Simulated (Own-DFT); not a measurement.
Simulation results for Hf36O71 (tetragonal hafnia with one neutral oxygen vacancy, atoms displaced)

All values are calculated (Own-DFT development build). A calculation, not a measurement: plane-wave PBE and HSE06 DFT by an unreviewed code, no spin, of a simulated cell at Gamma alone, so results move with cell size and shape, stress positive in tension, energies less offsets, not probed for a lower state with spin; hafnium file: forces about 75 meV/angstrom off all-electron values; oxygen file: force components 24 meV/angstrom off all-electron in a glass; k mesh not checked against a denser one; forces and stress are PBE's, HSE06 gives the energy alone, and its difference from PBE has offsets of its own; offsets are fitted by least squares, one for each functional and potential file, so energies compare only between cells with the same atoms and settings and are not formation energies; the far tail of each file's local potential was reset to the Coulomb form; each entry is a single point on an unrelaxed cell, so the pressure reflects the starting lattice, taken from the Materials Project, from which strain is counted, and rises with the displacements; printed positions are rounded, which can move forces by about a meV/angstrom; the program is a retired in-house code; no spin-orbit coupling.

Common to all runs: first functional PBE; second functional HSE06; exact exchange share 0.25; screening 0.11 1/bohr; exchange divergence Gygi-Baldereschi; potential files PseudoDojo norm-conserving, scalar-relativistic, made for PBE, standard set; wave cutoff 48 hartree; occupations fixed; k mesh 1 x 1 x 1 centred on Gamma.

(1) 
```xyz
107
Lattice="10.7800 0.0000 0.0000 0.0000 10.7800 0.0000 0.0000 0.0000 10.4493" Properties=species:S:1:pos:R:3:force_x:R:1:force_y:R:1:force_z:R:1 formula=Hf36O71 PBE_energy_of_cell_above_offsets=-100.768 HSE06_less_PBE_above_offsets=-0.162 PBE_pressure=1.07 PBE_stress_xx=-0.2 PBE_stress_yy=-1.38 PBE_stress_zz=-1.65 PBE_stress_yz=-0.87 PBE_stress_xz=0.19 PBE_stress_xy=0.04
Hf     0.0055    10.7746     0.0048      0.364     -1.053     -0.078
Hf     1.7954     1.8178     2.5967      0.112     -0.294      0.465
O     10.7386     1.8114     1.6229      1.168     -0.213     -0.768
O      1.7973    10.7243     3.5930      -0.38       1.85      0.535
O      0.0161     1.7774     4.1786     -0.253     -0.089      0.172
O      1.8371     0.0568     1.0126     -1.031      0.046     -0.206
Hf    10.7780    10.7745     5.2394      0.358     -0.665      0.289
Hf     1.7605     1.7824     7.8601      1.133      0.182     -1.108
O      0.0078     1.8125     6.7863      -0.51     -0.151       0.38
O      1.8210    10.7678     8.8298      -0.44     -0.095      0.639
O     10.7429     1.7904     9.4735      0.143     -0.374     -0.642
O      1.7820    10.7606     6.2843     -0.278      0.191     -0.709
Hf    10.7733     3.5646    10.4351     -0.067      1.225      0.096
Hf     1.8454     5.3883     2.6199     -0.644      0.714      0.002
O      1.7873     3.6139     3.6011      0.259      -0.44     -0.386
O     10.7752     5.4045     4.1907      0.006     -0.649     -0.065
O      1.7800     3.5669     0.9515     -0.123      0.203      0.752
Hf    10.6544     3.5618     5.2306      2.088      0.682     -0.613
Hf     1.7859     5.4351     7.8401      0.303     -1.193     -0.756
O      0.0202     5.3984     6.8322     -0.051      0.123      -0.06
O      1.7839     3.5686     8.8520     -0.003      0.692     -0.129
O     10.7706     5.4576     9.3893       0.21     -1.969      0.376
O      1.7766     3.5955     6.2165     -0.355     -0.026     -0.152
Hf     0.0439     7.1590    10.3928     -0.961      0.834      1.152
Hf     1.7806     9.0080     2.6381      0.395     -1.108      -0.49
O      0.0142     9.0080     1.5391     -0.548      0.586      0.549
O      1.7753     7.2255     3.6641      0.475     -0.877     -0.304
O      0.0245     8.9240     4.1936     -0.513      1.126      0.069
O      1.7432     7.1954     1.0227      0.854     -0.607      0.071
Hf    10.7462     7.1599     5.2288      0.053     -0.067      0.004
Hf     1.8329     8.9498     7.8372     -0.089      0.621     -0.657
O     10.7675     8.9987     6.8179      0.373     -0.051      -0.11
O      1.8267     7.1667     8.8924      0.039      0.322      0.088
O     10.7192     8.9580     9.4019      0.481      0.778      0.221
O      1.8206     7.2014     6.2951      -0.39     -0.121      0.117
Hf     3.5722    10.7693    10.4174      0.671     -0.214      0.472
Hf     5.3493     1.8036     2.5745      0.372     -0.218      0.628
O      3.5782     1.7990     1.5947      0.104      0.244       0.13
O      5.4135    10.7461     3.6546     -0.059      1.116     -0.699
O      3.5986     1.7958     4.2283     -0.174      0.278     -0.826
O      5.3790    10.7622     1.0273       0.14      0.107     -0.166
Hf     3.5923     0.0327     5.2210     -0.058     -0.621      0.563
Hf     5.3957     1.7617     7.8692     -0.327     -0.141     -0.638
O      3.5975     1.7873     6.7965     -0.494      0.102      0.829
O      5.4279    10.7268     8.8320     -0.158      0.912      0.451
O      3.6154     1.7571     9.4440      0.097      0.705     -0.263
O      5.3412     0.0014     6.2131      1.386      0.356      0.164
Hf     3.5893     3.6180    10.4469       0.01      -0.41     -0.405
Hf     5.4635     5.4093     2.5724     -1.543      -0.07       0.65
O      3.6175     5.3928     1.5416     -0.635     -0.169      0.566
O      5.3857     3.6285     3.6366      0.297     -0.711     -0.297
O      3.5782     5.3951     4.1743     -0.295      0.144      0.064
O      5.3434     3.5974     0.9984      1.029     -0.269      0.245
Hf     3.5668     3.6091     5.2282     -0.043     -0.064      0.288
Hf     5.3858     5.4120     7.8133      -0.08     -0.199        0.3
O      3.6133     5.3553     6.7628     -0.909      0.137      0.619
O      5.4232     3.5640     8.8455     -0.033      0.268      0.231
O      3.6592     5.3971     9.4812     -0.342     -0.082     -0.987
O      5.3660     3.5811     6.2644      0.418     -0.379     -0.325
Hf     3.5881     7.1783     0.0155      0.249      0.331      0.619
Hf     5.3965     8.9996     2.6007     -0.406     -0.204      0.159
O      3.5983     8.9865     1.5796     -0.364     -0.209      0.097
O      5.4258     7.1547     3.6088      0.029      0.663      0.338
O      3.5797     9.0338     4.1953      0.242     -1.143      0.257
O      5.3613     7.1447     1.0572      0.794      0.379     -0.738
Hf     3.5553     7.1503     5.2292        0.4      0.736     -0.449
Hf     5.3902     8.9552     7.9018      0.592       0.28     -1.692
O      3.6055     9.0452     6.8535      -0.23     -0.432     -0.029
O      5.4204     7.2067     8.8538     -0.251     -0.588      0.593
O      3.6063     8.9946     9.4174     -0.228       -0.6      0.128
O      5.3271     7.1499     6.2705       0.51      0.243     -0.486
Hf     7.2346    10.7201     0.0288     -1.379      0.763      -0.58
Hf     9.0422     1.7713     2.5985     -1.368      0.961      0.376
O      7.1795     1.7696     1.5864      0.224      0.424      0.428
O      9.0114    10.7477     3.6152     -0.048      0.996      0.322
O      7.1765     1.7842     4.2656      0.154      0.751     -0.943
O      8.9805     0.0269     0.9847       0.73     -0.101      0.879
Hf     7.1848     0.0526     5.1859     -1.075      -1.58      1.371
Hf     8.9758     1.8016     7.8419       0.02     -0.316      0.237
O      7.2483     1.7638     6.8249      -1.03      0.471     -0.092
O      8.9554    10.7727     8.8629      0.361      0.544      0.069
O      7.1944     1.7679     9.4166       0.04      0.209      0.372
O      8.9561     0.0227     6.2346      0.895      0.012     -0.171
Hf     7.1559     3.5722    10.4235        0.2      0.011     -0.327
Hf     8.9771     5.4193     2.5969       1.03     -0.319      0.178
O      7.1690     5.4141     1.6080      1.026     -0.337     -0.854
O      8.9834     3.5960     3.6481      0.092     -0.472     -0.113
O      7.2241     5.3957     4.2188     -0.235     -0.926     -0.053
O      9.0224     3.6129     1.0227     -0.737      0.253     -0.138
Hf     7.1611     3.5514     5.2654     -0.413      1.089     -0.041
Hf     9.0005     5.3939     7.8751     -0.853      0.392     -0.999
O      7.1126     5.3663     6.8473      1.415      -0.05     -0.583
O      8.9300     3.6194     8.8444      0.443     -0.703      0.454
O      7.2004     5.4051     9.3716     -0.061     -0.211      1.153
O      9.0124     3.6304     6.2953     -1.307     -0.185     -0.002
Hf     7.2407     7.1891    10.4456     -1.064     -0.038     -0.395
Hf     8.9899     9.0430     2.6389      0.374     -2.146     -0.541
O      7.2073     8.9725     1.5561      0.066      0.239      0.363
O      8.9906     7.1376     3.6727     -0.209      1.317     -0.799
O      7.1575     9.0108     4.2046      0.461     -0.443     -0.361
O      8.9574     7.1920     1.0128      1.108     -0.567      0.124
Hf     7.1535     7.1657     5.1731      0.003      0.698       1.11
Hf     9.0151     9.0127     7.8566      -0.66     -0.683     -0.634
O      7.2336     8.9502     6.8384     -0.808      0.023      0.094
O      9.0170     7.1573     8.8276     -0.474      0.824      0.383
O      7.1942     9.0086     9.4155      0.259     -0.998      0.425
O      8.9684     7.1600     6.2109     -0.071      -0.31      0.152
```

Units: PBE_energy_of_cell_above_offsets, HSE06_less_PBE_above_offsets in eV; PBE_pressure, PBE_stress_xx, PBE_stress_yy, PBE_stress_zz, PBE_stress_yz, PBE_stress_xz, PBE_stress_xy in GPa; force_x, force_y, force_z in eV/Å.

(2) 
```xyz
107
Lattice="10.7800 0.0000 0.0000 0.0000 10.7800 0.0000 0.0000 0.0000 10.4493" Properties=species:S:1:pos:R:3:force_x:R:1:force_y:R:1:force_z:R:1 formula=Hf36O71 PBE_energy_of_cell_above_offsets=-97.999 HSE06_less_PBE_above_offsets=-0.002 PBE_pressure=1.73 PBE_stress_xx=-0.75 PBE_stress_yy=-2.39 PBE_stress_zz=-2.05 PBE_stress_yz=-0.59 PBE_stress_xz=0.5 PBE_stress_xy=-0.05
Hf    10.7088    10.6881    10.3394      0.396       4.21      2.029
Hf     1.8860     1.7745     2.6265       -1.6     -0.085     -0.923
O      0.0702     1.8486     1.5784     -1.117     -0.321      0.485
O      1.7245    10.7424     3.7013      0.474       0.84     -0.149
O      0.0014     1.8170     4.2078      0.154     -0.553       -0.4
O      1.8330     0.0353     1.0839     -0.716     -0.702     -0.401
Hf     0.0734     0.0061     5.2112     -1.884      1.071      1.108
Hf     1.8137     1.8540     7.7987     -0.983     -0.253      0.057
O     10.6914     1.8280     6.7481      0.884      0.107      0.766
O      1.8074     0.0080     8.8483     -0.198      0.368     -0.017
O      0.0604     1.8290     9.4322     -0.491     -0.849     -0.448
O      1.7855    10.6922     6.2541      0.794      0.673      0.241
Hf    10.7559     3.5207     0.0311      1.012      0.669      0.151
Hf     1.8397     5.3504     2.5962     -0.309       0.22      0.829
O      0.0167     5.3560     1.5971      0.243      0.676     -0.224
O      1.8617     3.5442     3.6423      0.041      0.331     -0.018
O      0.0177     5.3641     4.1836     -0.288      0.257     -0.164
O      1.7973     3.6258     1.1016      0.349      -0.26     -1.268
Hf     0.0174     3.5384     5.1968     -0.585      0.523      0.435
Hf     1.7538     5.4052     7.8778      1.072       0.48      -0.57
O      0.0743     5.3076     6.8143     -1.401       0.14     -0.837
O      1.7724     3.6170     8.8045       0.45     -0.927        0.9
O      0.0417     5.4345     9.3492     -0.265      -0.61        1.3
O      1.7769     3.5299     6.2059      0.821     -0.254     -0.009
Hf    10.7796     7.1568     0.0289     -0.657     -0.925     -0.849
Hf     1.6931     9.0356     2.6222      2.578     -0.956      0.578
O     10.7557     9.0020     1.6226     -0.832     -0.145      -0.53
O      1.8971     7.1952     3.6455     -1.019     -0.081     -1.034
O     10.7157     9.0325     4.3573      0.422     -1.466     -2.012
O      1.7512     7.1811     0.9887      0.355      0.115      0.631
Hf    10.7180     7.1868     5.1980      1.922     -0.166       0.28
Hf     1.7863     9.0066     7.8335      0.344     -0.698     -0.783
O     10.7118     8.9774     6.8444      1.399      0.093      0.511
O      1.8278     7.1429     8.8910     -0.229      1.724      0.208
O     10.7505     9.0800     9.4457      0.456     -4.406     -0.963
O      1.7743     7.2221     6.2491     -1.176      -0.06      0.018
Hf     3.5873    10.6810     0.0178     -0.621      0.956      0.155
Hf     5.4635     1.8065     2.6717     -1.764     -1.113     -0.646
O      3.6373     1.7824     1.6260      0.578      0.631      0.384
O      5.3723    10.6992     3.6408      0.423      2.081      0.319
O      3.6542     1.7354     4.2353     -0.067      0.216     -0.894
O      5.3247    10.7768     0.9985      1.274       0.09      1.024
Hf     3.6004     0.0245     5.2112      0.402     -2.762      0.983
Hf     5.3914     1.7695     7.9619      0.313      0.376      -1.37
O      3.5881     1.8504     6.8134      0.527     -0.752      0.245
O      5.3933     0.0415     8.9552      0.145     -1.262     -0.655
O      3.6315     1.7995     9.4545     -0.472     -0.431     -0.285
O      5.4720    10.7434     6.3122     -1.006     -0.546     -0.399
Hf     3.5598     3.5551    10.4004      0.064      1.151       0.32
Hf     5.4235     5.2785     2.5455     -0.233      2.574     -0.018
O      3.5884     5.3356     1.5353      0.682      0.433      0.372
O      5.2969     3.6108     3.6490      0.695     -0.903      -0.42
O      3.5787     5.3447     4.2867       0.13      0.392     -1.062
O      5.4334     3.5862     0.9786     -0.583      0.121      1.116
Hf     3.6388     3.5433     5.1589     -1.374      0.664      1.528
Hf     5.3709     5.3928     7.7717      -0.12      0.289      0.788
O      3.5676     5.5189     6.8490      0.009     -0.708      -0.48
O      5.4285     3.5766     8.8912     -0.065     -0.105     -0.418
O      3.6110     5.3453     9.3078      0.017      0.074      1.736
O      5.3805     3.5745     6.2021     -0.418      0.484      0.374
Hf     3.5402     7.2057     0.0020      0.816     -0.437     -0.867
Hf     5.4073     8.9847     2.6366     -1.064     -1.331     -0.777
O      3.6173     8.9810     1.6078     -1.182     -0.089      -0.56
O      5.3951     7.2512     3.6665      0.519     -1.461     -0.709
O      3.5902     8.9422     4.1587      0.073      1.571      0.873
O      5.3559     7.2374     0.9473      0.468     -0.204      0.352
Hf     3.5674     7.1609     5.2794     -0.659      0.615     -0.611
Hf     5.4446     8.9843     7.8644     -0.546     -0.133      -0.71
O      3.5501     8.9038     6.8130      1.051      0.632      0.369
O      5.3831     7.1960     8.8771      0.346     -0.093     -0.646
O      3.6022     9.0261     9.3535     -0.242     -1.089      0.681
O      5.3577     7.1818     6.2374      1.436      0.504      0.308
Hf     7.1519     0.0107     0.0605     -0.956      -0.73     -1.382
Hf     8.8907     1.7532     2.5536      3.093      0.992      1.136
O      7.1621     1.7705     1.6109     -0.393     -0.012     -0.598
O      9.0233    10.7755     3.6015      -0.48      0.097     -0.497
O      7.2302     1.8202     4.2100     -0.848     -0.586     -1.076
O      8.8797    10.7289     0.9784      2.205      0.702      0.719
Hf     7.1877    10.7546     5.1664      1.041      0.737      1.962
Hf     8.9362     1.8760     7.8157     -0.339      -1.72      -0.47
O      7.1523     1.8161     6.7805      0.026      0.247      0.781
O      9.0020    10.7369     8.8360       0.22      0.926      0.076
O      7.2117     1.7497     9.4498      0.176       1.07      0.002
O      8.9477    10.7699     6.2511      -0.37     -0.286     -0.826
Hf     7.1755     3.6124    10.4391      0.733      0.445     -0.898
Hf     9.0275     5.4089     2.6002     -0.342     -0.395      0.368
O      7.1837     5.4784     1.5425     -0.367     -1.156      0.528
O      8.9326     3.5917     3.6297     -0.035     -0.248     -0.305
O      7.1785     5.4141     4.2050     -0.334     -0.391     -0.645
O      9.0537     3.5942     1.0814     -1.866     -0.174     -0.634
Hf     7.1252     3.6056     5.1838      1.197      0.687      1.189
Hf     9.0186     5.3130     7.7234     -0.556      0.735      0.532
O      7.1555     5.3765     6.7860       0.19      0.593     -0.195
O      8.9674     3.6347     8.8371      0.441     -0.788      0.819
O      7.1821     5.3053     9.3678     -0.037      1.336      0.518
O      8.8587     3.6851     6.2938      1.443     -0.566     -0.799
Hf     7.1824     7.2075    10.3780     -0.723     -1.706      0.443
Hf     8.9349     8.9808     2.5899      0.043      0.386      0.474
O      7.2218     9.0251     1.5353     -0.783     -0.533      0.674
O      8.9624     7.2355     3.6523      0.311     -0.586     -0.269
O      7.2056     9.0183     4.1834      0.157     -0.488     -0.077
O      8.9356     7.0466     1.0563      1.116      1.097     -0.675
Hf     7.1613     7.2308     5.1770     -0.394     -0.644      0.862
Hf     9.0139     8.8861     7.8623     -1.204       1.38     -1.011
O      9.0230     7.1350     8.8140     -0.258      0.049      0.754
O      7.2106     8.9709     9.4752     -0.258      0.722     -1.085
O      9.0526     7.2221     6.2292     -1.816     -0.398      0.277
```

Units: PBE_energy_of_cell_above_offsets, HSE06_less_PBE_above_offsets in eV; PBE_pressure, PBE_stress_xx, PBE_stress_yy, PBE_stress_zz, PBE_stress_yz, PBE_stress_xz, PBE_stress_xy in GPa; force_x, force_y, force_z in eV/Å.
